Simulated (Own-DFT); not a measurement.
# How strain changes the stress of wurtzite AlN, 72 atoms (Al36N36)

Calculated results; nothing here was measured. The program, named Own-DFT, is a retired in-house plane-wave density functional code that no person has reviewed. Each row is one single-point run on a periodic cell that was not relaxed, without spin or spin-orbit coupling.

Settings of every run: PBE; PseudoDojo norm-conserving scalar-relativistic files; cutoff 42 hartree; 4 x 4 x 3 k mesh centred on Gamma; Gaussian smearing of 0.01 eV.

Known limits: k mesh not checked against a denser one; stress not checked against mesh or cutoff.

Unstrained cell vectors in Å: (9.336, 0.000, 0.000); (-4.668, 8.085, 0.000); (0.000, 0.000, 9.964). The unstrained cell has measured lattice constants (interpolated for alloys), not those of this functional. That, the random moves and any unrelaxed bonds set the pressure at no strain. Each run strains this cell uniformly, with the atoms carried along. Every atom was also moved at random, by a Gaussian of width 0.05 Å on each axis. Strain is the symmetric tensor, in per cent. Stress is positive in tension, and the pressure is minus a third of its trace.

| run | e_xx (%) | e_yy (%) | e_zz (%) | e_yz (%) | e_xz (%) | e_xy (%) | s_xx (GPa) | s_yy (GPa) | s_zz (GPa) | s_yz (GPa) | s_xz (GPa) | s_xy (GPa) | P (GPa) | E (meV/atom) |
|---|---|---|---|---|---|---|---|---|---|---|---|---|---|---|
| 1 | -0.82 | -1.95 | 1.67 | -1.00 | -1.69 | -0.56 | -11.98 | -14.62 | 0.38 | -3.56 | -4.46 | -2.54 | 8.74 | 19.8 |
| 2 | 0.86 | -1.74 | 0.12 | 0.04 | 0.64 | 0.94 | -2.04 | -16.31 | -4.76 | -0.03 | 2.03 | 3.24 | 7.70 | 15.3 |
| 3 | 0.76 | -1.82 | 1.11 | -0.35 | -0.86 | 0.44 | -2.53 | -15.57 | -0.44 | -0.02 | -2.88 | -0.52 | 6.18 | 17.5 |
| 4 | -0.98 | -1.85 | 1.40 | -0.34 | -0.33 | 1.20 | -10.58 | -15.63 | -1.34 | -0.71 | -1.81 | 4.23 | 9.18 | 15.8 |
| 5 | 0.42 | -1.87 | -0.16 | -1.60 | -1.41 | -1.74 | -6.15 | -14.42 | -8.50 | -4.67 | -3.66 | -7.11 | 9.69 | 32.8 |
| 6 | -0.51 | -0.38 | -0.95 | -1.45 | -1.06 | -1.60 | -10.23 | -10.43 | -8.94 | -4.59 | -2.74 | -6.23 | 9.87 | 24.1 |
| 7 | -0.82 | -0.97 | 1.87 | 1.89 | -1.67 | 1.46 | -10.22 | -11.25 | 2.25 | 5.49 | -4.56 | 7.13 | 6.41 | 26.9 |
| 8 | -1.44 | -0.51 | 0.37 | 0.25 | 0.52 | -0.39 | -13.62 | -8.99 | -5.47 | 0.54 | 1.07 | -1.01 | 9.36 | 17.9 |
| 9 | 1.52 | -0.36 | -0.07 | -1.92 | 1.15 | 1.34 | 0.39 | -4.99 | -4.61 | -5.21 | 2.31 | 3.14 | 3.07 | 8.9 |
| 10 | -0.56 | 1.39 | 1.24 | -1.57 | 0.29 | 1.77 | -8.19 | 1.45 | 1.22 | -3.68 | 0.11 | 5.78 | 1.84 | 16.0 |
| 11 | 0.18 | -0.94 | -0.12 | -0.88 | -1.69 | 1.24 | -6.96 | -8.79 | -6.95 | -2.63 | -3.74 | 4.22 | 7.57 | 16.4 |
| 12 | 1.11 | -0.04 | -1.89 | -0.48 | -0.32 | -0.92 | -3.40 | -6.57 | -13.00 | -0.76 | -0.55 | -3.88 | 7.66 | 33.4 |
| 13 | 0.72 | -0.22 | 0.63 | -0.28 | -1.53 | 1.48 | -4.59 | -3.60 | -1.26 | -0.38 | -4.02 | 4.88 | 3.15 | 0.7 |
| 14 | 1.65 | -0.19 | -0.25 | -1.86 | -0.81 | 0.64 | 2.20 | -4.62 | -6.91 | -4.04 | -1.67 | 2.16 | 3.11 | 0.0 |
| 15 | 0.57 | -0.65 | 0.88 | 0.61 | -1.62 | 1.72 | -1.17 | -9.76 | -2.92 | 1.77 | -3.87 | 7.24 | 4.61 | 19.0 |
| 16 | -1.98 | -0.25 | -1.36 | -1.97 | 0.57 | -0.53 | -15.87 | -9.77 | -16.22 | -5.16 | 0.86 | -2.09 | 13.95 | 42.0 |
| 17 | 0.69 | -0.03 | 1.94 | -0.30 | 1.34 | 0.21 | -0.93 | -4.85 | 2.82 | -0.72 | 3.49 | 1.56 | 0.99 | 14.5 |
| 18 | -0.42 | 0.02 | 0.88 | 0.20 | -0.81 | -1.49 | ? | ? | ? | ? | ? | ? | ? | ? |

E is the free energy for each atom above the lowest run shown.

## Worked fit

Each stress component was fitted by least squares to a constant and the strains of the runs shown, as fractions, with shears doubled. Shear strains stay in the fit of a normal stress only where such slopes are resolved. The slopes, in GPa:

| stress | at no strain | per e_xx | per e_yy | per e_zz | scatter |
|---|---|---|---|---|---|
| s_xx | -6.5 | 491 ± 29 | 48 ± 35 | 70 ± 28 | 1.22 |
| s_yy | -5.7 | 95 ± 35 | 535 ± 41 | 57 ± 33 | 1.46 |
| s_zz | -5.8 | 94 ± 28 | 68 ± 34 | 475 ± 27 | 1.19 |

Each shear stress against twice its own strain: yz 139 ± 8, xz 122 ± 5, xy 177 ± 11 GPa. These are stiffnesses along x, y and z of the frame in which the cell vectors are given, which need not be the crystal's axes. The atoms are held to the strained lattice; where symmetry lets them move under strain, relaxing them would lower some slopes. The table should be nearly symmetric about its diagonal, and what it lacks of that shows the noise. A ninth of its sum, 215 ± 5 GPa, estimates the bulk modulus near the mean pressure of these runs, 6.7 GPa, so it lies above the value at zero pressure.

## Withheld run

Question: what normal stresses and pressure should run 18 give?

The fit gives s_xx = -8.0, s_yy = -5.5, s_zz = -2.0 and P = 5.2 GPa. The calculation gave -5.62, -5.76, -2.35 and P = 4.57 GPa.
